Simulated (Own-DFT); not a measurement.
Al₃GaN₄ (wurtzite random alloy, strained, atoms displaced) (calculated)

All values are calculated (Own-DFT development build). A calculation, not a measurement: plane-wave PBE density functional theory by an unreviewed code, no spin, of a simulated periodic cell, stress positive in tension, free energy of the whole cell less one offset for each atom, forces on such cells passed a denser k mesh, this cell's mesh not checked; offsets are fitted by least squares, one for each functional and potential file, so energies compare only between cells with the same atoms and settings and are not formation energies; the far tail of each file's local potential was reset to the Coulomb form; each entry is a single point on an unrelaxed cell, so the pressure reflects the starting lattice, mostly measured values, from which strain is counted, and rises with the displacements; printed positions are rounded, which can move forces by about a meV/angstrom; the program is a retired in-house code; no spin-orbit coupling.

Common to all runs: functional PBE; k mesh 4 x 4 x 3 centred on Gamma.

(1) 
```cif
# cell vector a (Å): 9.2294 0.0000 0.0000
# cell vector b (Å): -4.6147 7.9929 0.0000
# cell vector c (Å): 0.0000 0.0000 10.0655
data_Al3GaN4
_symmetry_space_group_name_H-M 'P 1'
_symmetry_Int_Tables_number 1
_cell_length_a 9.2294
_cell_length_b 9.2294
_cell_length_c 10.0655
_cell_angle_alpha 90.000
_cell_angle_beta 90.000
_cell_angle_gamma 120.000
_cell_volume 742.53
loop_
_atom_site_label
_atom_site_type_symbol
_atom_site_fract_x
_atom_site_fract_y
_atom_site_fract_z
_atom_site_occupancy
Ga1 Ga 0.11387 0.22605 0.99876 1
Al1 Al 0.21939 0.11475 0.25182 1
N1 N 0.10794 0.22545 0.18988 1
N2 N 0.22195 0.10439 0.44455 1
Al2 Al 0.11104 0.21907 0.49846 1
Al3 Al 0.22567 0.11259 0.74891 1
N3 N 0.10400 0.21769 0.69338 1
N4 N 0.21812 0.10248 0.94216 1
Al4 Al 0.10944 0.54293 0.00641 1
Al5 Al 0.22060 0.44337 0.24909 1
N5 N 0.10280 0.54694 0.18653 1
N6 N 0.22678 0.43203 0.44601 1
Ga2 Ga 0.11037 0.55489 0.50908 1
Al6 Al 0.21878 0.43933 0.75647 1
N7 N 0.11077 0.55502 0.68875 1
N8 N 0.21653 0.44439 0.94935 1
Al7 Al 0.11572 0.88880 0.99788 1
Al8 Al 0.23022 0.77780 0.25205 1
N9 N 0.10674 0.89304 0.19519 1
N10 N 0.22482 0.77240 0.43804 1
Al9 Al 0.11519 0.88600 0.49257 1
Ga3 Ga 0.21555 0.78056 0.74718 1
N11 N 0.10828 0.89239 0.68868 1
N12 N 0.21056 0.76993 0.93894 1
Al10 Al 0.44579 0.21131 0.00044 1
Al11 Al 0.55901 0.11652 0.24129 1
N13 N 0.45367 0.23702 0.18737 1
N14 N 0.55852 0.11147 0.44003 1
Al12 Al 0.44089 0.21847 0.50828 1
Al13 Al 0.55708 0.10991 0.75021 1
N15 N 0.43829 0.22055 0.69070 1
N16 N 0.55668 0.10601 0.93814 1
Al14 Al 0.44362 0.55516 0.00024 1
Ga4 Ga 0.55503 0.44073 0.24566 1
N17 N 0.44647 0.55833 0.18116 1
N18 N 0.55056 0.43818 0.43334 1
Al15 Al 0.44647 0.55694 0.49962 1
Ga5 Ga 0.55257 0.44677 0.75390 1
N19 N 0.44343 0.55559 0.68442 1
N20 N 0.56051 0.44760 0.95052 1
Al16 Al 0.44740 0.88808 0.00302 1
Al17 Al 0.54531 0.76965 0.25420 1
N21 N 0.44433 0.88183 0.18279 1
N22 N 0.55600 0.77970 0.44052 1
Al18 Al 0.44372 0.88088 0.49519 1
Al19 Al 0.55196 0.77601 0.74935 1
N23 N 0.42500 0.87789 0.68644 1
N24 N 0.55880 0.78416 0.93933 1
Al20 Al 0.77514 0.22695 0.00126 1
Al21 Al 0.88438 0.10785 0.24235 1
N25 N 0.77893 0.22933 0.18655 1
N26 N 0.89430 0.11265 0.43977 1
Ga6 Ga 0.77880 0.22150 0.50012 1
Ga7 Ga 0.88479 0.10385 0.74828 1
N27 N 0.77769 0.22983 0.69797 1
N28 N 0.89936 0.11789 0.94038 1
Al22 Al 0.77588 0.54227 0.00456 1
Al23 Al 0.88764 0.45234 0.24575 1
N29 N 0.77783 0.55686 0.19143 1
N30 N 0.88252 0.44642 0.44251 1
Al24 Al 0.78128 0.55733 0.49729 1
Al25 Al 0.88092 0.44271 0.75796 1
N31 N 0.76772 0.54675 0.69376 1
N32 N 0.89603 0.45180 0.94488 1
Ga8 Ga 0.77462 0.88601 0.99698 1
Al26 Al 0.89138 0.79055 0.25060 1
N33 N 0.77736 0.89798 0.18912 1
N34 N 0.88746 0.77230 0.43208 1
Ga9 Ga 0.77926 0.87747 0.50532 1
Al27 Al 0.87746 0.77356 0.74896 1
N35 N 0.76955 0.88587 0.68927 1
N36 N 0.88857 0.77281 0.93871 1
_calc_potential_files 'PseudoDojo norm-conserving, scalar-relativistic, standard set with the stringent files for Ga'
_calc_wave_cutoff 96  # hartree
_calc_occupations 'Gaussian'
_calc_smearing_width 0.01  # eV
_calc_free_energy_of_cell_above_offsets '-22.103'  # eV
_calc_pressure 13.87  # GPa
_calc_stress_xx -16.34  # GPa
_calc_stress_yy -16.13  # GPa
_calc_stress_zz -9.14  # GPa
_calc_stress_yz -0.58  # GPa
_calc_stress_xz 0.74  # GPa
_calc_stress_xy -0.56  # GPa
```

Force:
```csv
element,x (eV/Å),y (eV/Å),z (eV/Å)
Ga,1.135,-1.404,1.023
Al,0.687,0.31,0.053
N,0.668,-0.437,0.836
N,-0.212,0.789,-1.042
Al,0.271,-0.792,1.127
Al,-1.549,-0.827,0.705
N,1.928,1.058,-0.859
N,1.429,1.427,-0.97
Al,-1.765,2.756,-0.452
Al,0.259,0.083,0.788
N,1.02,1.478,1.479
N,-0.95,1.889,-1.779
Ga,0.391,-1.378,-1.82
Al,-0.463,0.541,-0.81
N,-0.551,-1.512,2.574
N,2.562,1.156,-2.627
Al,-1.507,-1.245,0.982
Al,-1.941,-0.585,-0.892
N,2.034,-0.009,-0.766
N,-0.185,0.848,-0.792
Al,-0.624,-0.434,1.087
Ga,-0.838,-1.361,1.543
N,-1.784,-0.223,-1.35
N,2.117,0.094,1.308
Al,-1.596,1.317,-0.111
Al,-0.259,-0.536,1.609
N,-0.474,-5.748,-1.314
N,-1.523,-1.259,-0.905
Al,0.656,0.446,-1.627
Al,-0.915,-0.772,-0.552
N,1.365,-0.329,0.441
N,-0.094,0.248,0.111
Al,0.227,0.532,-0.34
Ga,-0.44,3.113,1.378
N,-1.358,-0.047,1.392
N,0.287,0.729,2.238
Al,0.452,-0.939,-0.336
Ga,-0.345,-0.782,0.821
N,-1.168,0.292,1.101
N,-0.949,-1.593,-0.931
Al,-1.254,-0.964,-1.535
Al,1.661,0.994,-0.736
N,-0.583,1.326,1.478
N,0.138,-1.364,-0.751
Al,-0.815,1.787,1.194
Al,-1.358,-0.084,0.164
N,3.947,2.437,-0.717
N,-1.413,-1.945,-1.317
Al,1.688,-0.459,-0.57
Al,-0.188,1.915,1.518
N,0.121,-0.443,0.087
N,0.033,-0.833,-0.901
Ga,0.219,0.254,0.524
Ga,-0.636,1.276,1.081
N,-0.228,-1.243,-0.539
N,-2.935,-0.716,-0.08
Al,-0.592,2.911,0.315
Al,0.471,-0.88,1.615
N,0.448,1.755,-0.719
N,1.314,0.137,-1.544
Al,-1.661,-1.027,0.596
Al,1.255,1.182,-0.416
N,1.464,1.882,-1.531
N,-0.253,-1.858,-0.788
Ga,1.574,0.84,0.725
Al,-0.48,-1.599,-1.078
N,-0.396,-2.319,0.598
N,1.151,0.136,0.973
Ga,-0.701,1.804,-1.328
Al,1.586,0.046,0.869
N,0.136,-1.371,0.687
N,0.291,-0.472,-0.198
```

(2) 
```cif
# cell vector a (Å): 9.3938 -0.0470 0.0000
# cell vector b (Å): -4.7376 8.1587 0.0000
# cell vector c (Å): 0.0000 0.0000 10.0655
data_Al3GaN4
_symmetry_space_group_name_H-M 'P 1'
_symmetry_Int_Tables_number 1
_cell_length_a 9.3939
_cell_length_b 9.4345
_cell_length_c 10.0655
_cell_angle_alpha 90.000
_cell_angle_beta 90.000
_cell_angle_gamma 120.430
_cell_volume 769.19
loop_
_atom_site_label
_atom_site_type_symbol
_atom_site_fract_x
_atom_site_fract_y
_atom_site_fract_z
_atom_site_occupancy
Al1 Al 0.10984 0.22700 0.01082 1
Al2 Al 0.22204 0.10826 0.25769 1
N1 N 0.10911 0.22361 0.18244 1
N2 N 0.22479 0.12499 0.43675 1
Ga1 Ga 0.10135 0.21516 0.50002 1
Al3 Al 0.22287 0.11403 0.74709 1
N3 N 0.10852 0.22092 0.69209 1
N4 N 0.21532 0.10393 0.94087 1
Al4 Al 0.11565 0.55481 0.99378 1
Al5 Al 0.21387 0.43664 0.24739 1
N5 N 0.11114 0.56002 0.18107 1
N6 N 0.22368 0.44332 0.43978 1
Al6 Al 0.10950 0.55568 0.49735 1
Al7 Al 0.21724 0.44402 0.75405 1
N7 N 0.10655 0.55396 0.68534 1
N8 N 0.22844 0.44255 0.93055 1
Ga2 Ga 0.11917 0.89987 0.00475 1
Al8 Al 0.21668 0.77692 0.24651 1
N9 N 0.10692 0.88566 0.18970 1
N10 N 0.21107 0.77829 0.44203 1
Ga3 Ga 0.11906 0.89330 0.50143 1
Al9 Al 0.22036 0.77232 0.75275 1
N11 N 0.11427 0.89337 0.69289 1
N12 N 0.22381 0.77466 0.94884 1
Al10 Al 0.43959 0.21356 0.00370 1
Al11 Al 0.55336 0.12327 0.23915 1
N13 N 0.44856 0.22722 0.19757 1
N14 N 0.55909 0.11350 0.43933 1
Al12 Al 0.43658 0.22379 0.49317 1
Al13 Al 0.54521 0.10513 0.74495 1
N15 N 0.43772 0.22051 0.68787 1
N16 N 0.54135 0.10090 0.93807 1
Al14 Al 0.44955 0.55584 0.99735 1
Ga4 Ga 0.55113 0.44085 0.25390 1
N17 N 0.44802 0.56597 0.19456 1
N18 N 0.56065 0.45811 0.43976 1
Ga5 Ga 0.45757 0.56493 0.49797 1
Al15 Al 0.56154 0.43898 0.74072 1
N19 N 0.43926 0.55703 0.69279 1
N20 N 0.55145 0.45460 0.93737 1
Al16 Al 0.44871 0.88372 0.00497 1
Al17 Al 0.55701 0.77589 0.24736 1
N21 N 0.44899 0.89862 0.18104 1
N22 N 0.55510 0.78767 0.43592 1
Al18 Al 0.44805 0.89058 0.49265 1
Al19 Al 0.54685 0.77641 0.74529 1
N23 N 0.44313 0.88776 0.68783 1
N24 N 0.54983 0.77840 0.93927 1
Al20 Al 0.77482 0.22370 0.00250 1
Al21 Al 0.88541 0.10167 0.24608 1
N25 N 0.77606 0.22344 0.18519 1
N26 N 0.88244 0.11015 0.44192 1
Al22 Al 0.76773 0.21360 0.50770 1
Al23 Al 0.89737 0.11695 0.75697 1
N27 N 0.78301 0.22524 0.68752 1
N28 N 0.88788 0.10837 0.93258 1
Ga6 Ga 0.77221 0.54514 0.00198 1
Ga7 Ga 0.88879 0.44499 0.24171 1
N29 N 0.77548 0.55659 0.19501 1
N30 N 0.87928 0.43823 0.44389 1
Al24 Al 0.78777 0.56399 0.50173 1
Al25 Al 0.87910 0.42584 0.75829 1
N31 N 0.77841 0.56021 0.69539 1
N32 N 0.87942 0.44069 0.93582 1
Ga8 Ga 0.78444 0.88924 0.00326 1
Al26 Al 0.88600 0.77569 0.24994 1
N33 N 0.77228 0.88513 0.19353 1
N34 N 0.88518 0.77229 0.43808 1
Ga9 Ga 0.77820 0.88558 0.50671 1
Al27 Al 0.89565 0.78599 0.75324 1
N35 N 0.78913 0.89079 0.69428 1
N36 N 0.89106 0.78212 0.93401 1
_calc_potential_files 'PseudoDojo norm-conserving, scalar-relativistic, standard set with the stringent files for Ga'
_calc_wave_cutoff 96  # hartree
_calc_occupations 'Gaussian'
_calc_smearing_width 0.01  # eV
_calc_free_energy_of_cell_above_offsets '-22.983'  # eV
_calc_pressure 6.27  # GPa
_calc_stress_xx -4.65  # GPa
_calc_stress_yy -6.12  # GPa
_calc_stress_zz -8.04  # GPa
_calc_stress_yz -0.82  # GPa
_calc_stress_xz 1.02  # GPa
_calc_stress_xy 0.14  # GPa
```

Force:
```csv
element,x (eV/Å),y (eV/Å),z (eV/Å)
Al,0.57,-0.68,-4.526
Al,-0.569,0.093,-1.941
N,0.384,-0.998,3.21
N,0.642,-1.574,-0.043
Ga,-0.45,1.729,0.762
Al,-0.71,-0.274,1.012
N,0.671,0.506,0.42
N,0.05,3.742,-0.482
Al,-0.425,-0.176,-0.012
Al,0.36,1.928,0.813
N,1.219,-0.523,0.48
N,-1.07,0.555,-1.027
Al,-0.16,-0.919,0.157
Al,0.544,0.052,-2.609
N,0.037,-0.319,1.387
N,-1.167,-0.161,2.908
Ga,-0.193,-2.994,-0.885
Al,0.978,0.311,0.035
N,-0.165,0.946,2.006
N,3.227,-0.845,-1.787
Ga,-2.094,0.429,0.619
Al,-0.422,0.38,0.075
N,0.678,-0.182,0.356
N,0.191,-0.005,-1.605
Al,-0.809,1.2,-1.016
Al,2.708,-2.176,1.901
N,-2.115,-1.428,-1.779
N,-1.973,-0.222,-0.667
Al,2.043,1.139,0.929
Al,0.652,0.424,0.512
N,0.965,0.035,-0.768
N,0.967,1.26,0.074
Al,-1.543,1.223,0.565
Ga,-0.395,2.156,-0.169
N,-0.826,-2.2,-1.492
N,2.002,-2.112,1.062
Ga,-2.48,-0.112,0.945
Al,-2.109,1.318,1.241
N,0.932,-0.438,-0.082
N,1.687,-3.071,-0.449
Al,-1.18,0.293,-1.701
Al,-1.53,1.347,0.518
N,-0.31,-0.559,2.931
N,0.497,-0.424,-0.453
Al,-1.517,0.226,0.7
Al,1.7,0.202,1.03
N,-0.435,0.014,-0.707
N,0.964,-0.534,-0.407
Al,0.073,-1.238,-1.483
Al,-1.078,1.263,1.104
N,0.536,-1.181,0.09
N,-0.486,-0.23,-1.518
Al,0.913,1.474,-1.597
Al,-0.813,-1.218,-2.124
N,-0.753,-2.225,1.328
N,-0.432,1.826,2.962
Ga,-1.043,2.063,-0.349
Ga,0.01,0.028,1.96
N,0.07,0.464,-0.791
N,0.894,0.294,-0.283
Al,-0.283,-1.572,0.676
Al,-0.34,3.253,-2.36
N,1.249,-0.358,-0.814
N,2.238,-0.756,1.299
Ga,-1.138,-0.522,-1.083
Al,-0.088,-0.007,0.281
N,1.285,0.254,0.151
N,0.435,1.165,-0.484
Ga,-0.108,0.4,-0.486
Al,0.116,-1.258,-0.48
N,-2.071,0.373,0.529
N,0.795,-0.878,1.428
```

(3) 
```cif
# cell vector a (Å): 9.2059 0.0000 0.0000
# cell vector b (Å): -4.6029 7.9725 0.0000
# cell vector c (Å): 0.0000 0.0000 10.0655
data_Al3GaN4
_symmetry_space_group_name_H-M 'P 1'
_symmetry_Int_Tables_number 1
_cell_length_a 9.2059
_cell_length_b 9.2058
_cell_length_c 10.0655
_cell_angle_alpha 90.000
_cell_angle_beta 90.000
_cell_angle_gamma 120.000
_cell_volume 738.75
loop_
_atom_site_label
_atom_site_type_symbol
_atom_site_fract_x
_atom_site_fract_y
_atom_site_fract_z
_atom_site_occupancy
Al1 Al 0.10406 0.22555 0.00234 1
Ga1 Ga 0.22589 0.11860 0.25291 1
N1 N 0.10571 0.21629 0.18503 1
N2 N 0.21460 0.11441 0.43876 1
Al2 Al 0.09824 0.21991 0.49999 1
Ga2 Ga 0.23282 0.11806 0.74051 1
N3 N 0.09661 0.21179 0.69372 1
N4 N 0.21210 0.09746 0.93651 1
Al3 Al 0.12073 0.56152 0.99611 1
Al4 Al 0.21736 0.43563 0.24768 1
N5 N 0.11136 0.56897 0.18050 1
N6 N 0.21975 0.44179 0.43155 1
Al5 Al 0.11183 0.55002 0.49302 1
Al6 Al 0.23184 0.45318 0.75272 1
N7 N 0.12080 0.56526 0.68862 1
N8 N 0.21451 0.43801 0.93034 1
Al7 Al 0.11608 0.89765 0.99827 1
Al8 Al 0.21285 0.77777 0.25461 1
N9 N 0.11817 0.88766 0.19655 1
N10 N 0.22691 0.78363 0.43904 1
Al9 Al 0.09957 0.88660 0.49868 1
Ga3 Ga 0.22620 0.78480 0.75769 1
N11 N 0.11851 0.89274 0.69587 1
N12 N 0.22737 0.76395 0.93625 1
Al10 Al 0.44435 0.22486 0.99831 1
Al11 Al 0.56001 0.11188 0.25614 1
N13 N 0.45009 0.22009 0.19534 1
N14 N 0.54807 0.10690 0.44942 1
Al12 Al 0.44500 0.21853 0.49725 1
Al13 Al 0.56032 0.11254 0.74350 1
N15 N 0.45325 0.22807 0.69010 1
N16 N 0.54746 0.10844 0.93817 1
Al14 Al 0.45220 0.55789 0.99310 1
Al15 Al 0.55550 0.45047 0.25157 1
N17 N 0.45144 0.56527 0.18546 1
N18 N 0.56029 0.44913 0.44335 1
Ga4 Ga 0.45428 0.55548 0.50472 1
Ga5 Ga 0.55762 0.45384 0.75062 1
N19 N 0.44581 0.56694 0.68672 1
N20 N 0.55784 0.43733 0.93591 1
Ga6 Ga 0.44479 0.88873 0.01030 1
Al16 Al 0.55186 0.78405 0.24736 1
N21 N 0.43885 0.88672 0.19334 1
N22 N 0.54730 0.77212 0.43588 1
Al17 Al 0.43590 0.89031 0.49533 1
Al18 Al 0.55670 0.78231 0.74695 1
N23 N 0.44647 0.88965 0.69834 1
N24 N 0.54582 0.76863 0.94282 1
Al19 Al 0.77814 0.22960 0.00732 1
Al20 Al 0.88217 0.10683 0.25434 1
N25 N 0.77763 0.22832 0.19844 1
N26 N 0.88764 0.10747 0.44214 1
Ga7 Ga 0.78209 0.22559 0.50315 1
Al21 Al 0.88423 0.10936 0.74790 1
N27 N 0.78006 0.23079 0.69673 1
N28 N 0.89693 0.11947 0.93800 1
Al22 Al 0.77924 0.55997 0.00394 1
Al23 Al 0.89120 0.43673 0.25404 1
N29 N 0.77814 0.55728 0.19470 1
N30 N 0.90056 0.44793 0.44628 1
Al24 Al 0.78041 0.55872 0.51033 1
Al25 Al 0.88346 0.43740 0.74355 1
N31 N 0.77044 0.54849 0.68717 1
N32 N 0.88555 0.44647 0.93654 1
Al26 Al 0.77276 0.88357 0.00226 1
Ga8 Ga 0.89158 0.77424 0.25431 1
N33 N 0.77482 0.88288 0.19435 1
N34 N 0.89161 0.77880 0.43623 1
Al27 Al 0.76981 0.87979 0.50009 1
Ga9 Ga 0.89248 0.78502 0.75108 1
N35 N 0.77065 0.88362 0.68791 1
N36 N 0.89625 0.77856 0.93635 1
_calc_potential_files 'PseudoDojo norm-conserving, scalar-relativistic, standard set'
_calc_wave_cutoff 42  # hartree
_calc_occupations 'Fermi-Dirac'
_calc_smearing_width 0.1  # eV
_calc_free_energy_of_cell_above_offsets '-14.627'  # eV
_calc_pressure 15.92  # GPa
_calc_stress_xx -17.33  # GPa
_calc_stress_yy -19.72  # GPa
_calc_stress_zz -10.7  # GPa
_calc_stress_yz 0.75  # GPa
_calc_stress_xz -0.22  # GPa
_calc_stress_xy -0.49  # GPa
```

Force:
```csv
element,x (eV/Å),y (eV/Å),z (eV/Å)
Al,2.107,-0.641,-1.173
Ga,0.348,-1.111,-0.381
N,-1.415,0.839,0.368
N,0.804,-0.229,1.874
Al,2.013,0.993,1.046
Ga,-1.421,-0.151,1.618
N,1.075,2.48,-1.838
N,0.342,4.344,0.469
Al,-1.499,-2.515,0.247
Al,0.075,2.054,-0.797
N,0.872,-2.554,1.396
N,0.152,-0.705,0.505
Al,1.549,2.439,2.091
Al,-1.879,-1.298,-1.45
N,-0.734,-2.281,-1.103
N,1.658,0.787,2.018
Al,1.079,-3.376,1.416
Al,2.414,-0.36,0.19
N,-1.778,1.327,-2.355
N,-2.16,-1.324,-0.066
Al,2.526,1.099,0.993
Ga,0.499,-0.952,-1.077
N,-1.381,-0.309,-2.942
N,-2.034,3.047,1.92
Al,-0.425,-1.71,0.532
Al,-1.135,-0.684,0.143
N,0.004,1.57,-1.001
N,1.234,0.665,-1.848
Al,-1.913,1.274,0.8
Al,-0.86,-0.26,1.783
N,0.563,-0.046,-1.699
N,1.374,1.174,0.056
Al,-1.057,-2.15,1.276
Al,0.372,-0.29,0.148
N,-0.725,-1.719,-0.21
N,1.918,-1.676,-1.194
Ga,-2.523,-0.14,-1.148
Ga,-0.419,-1.006,0.009
N,0.077,-0.795,1.51
N,-0.803,1.632,1.557
Ga,-0.483,0.264,-1.487
Al,0.811,-1.334,0.773
N,-0.137,1.188,1.722
N,0.15,2.066,-0.028
Al,1.973,-1.207,2.056
Al,-0.665,-0.122,1.469
N,0.726,1.274,-2.556
N,2.128,1.732,-1.576
Al,-0.127,-0.618,-1.518
Al,0.796,-0.191,-0.505
N,0.83,-2.027,-0.909
N,-0.821,-1.331,-0.896
Ga,-0.657,-0.691,0.573
Al,-0.365,-0.147,1.313
N,0.722,-2.98,-1.316
N,-2.616,-2.088,0.417
Al,0.859,-0.529,-0.192
Al,-0.689,3.255,0.045
N,0.48,-2.117,-0.929
N,-2.591,0.133,-1.589
Al,0.443,-0.325,-2.228
Al,1.108,3.748,2.016
N,1.861,1.544,0.283
N,0.588,0.123,0.38
Al,0.534,0.922,-0.275
Ga,-0.067,0.769,-1.11
N,-0.945,1.444,-1.03
N,-1.467,-0.944,2.64
Al,-0.264,0.492,-0.45
Ga,0.622,-0.957,-0.129
N,-0.186,1.249,-0.643
N,-1.443,-0.039,1.993
```
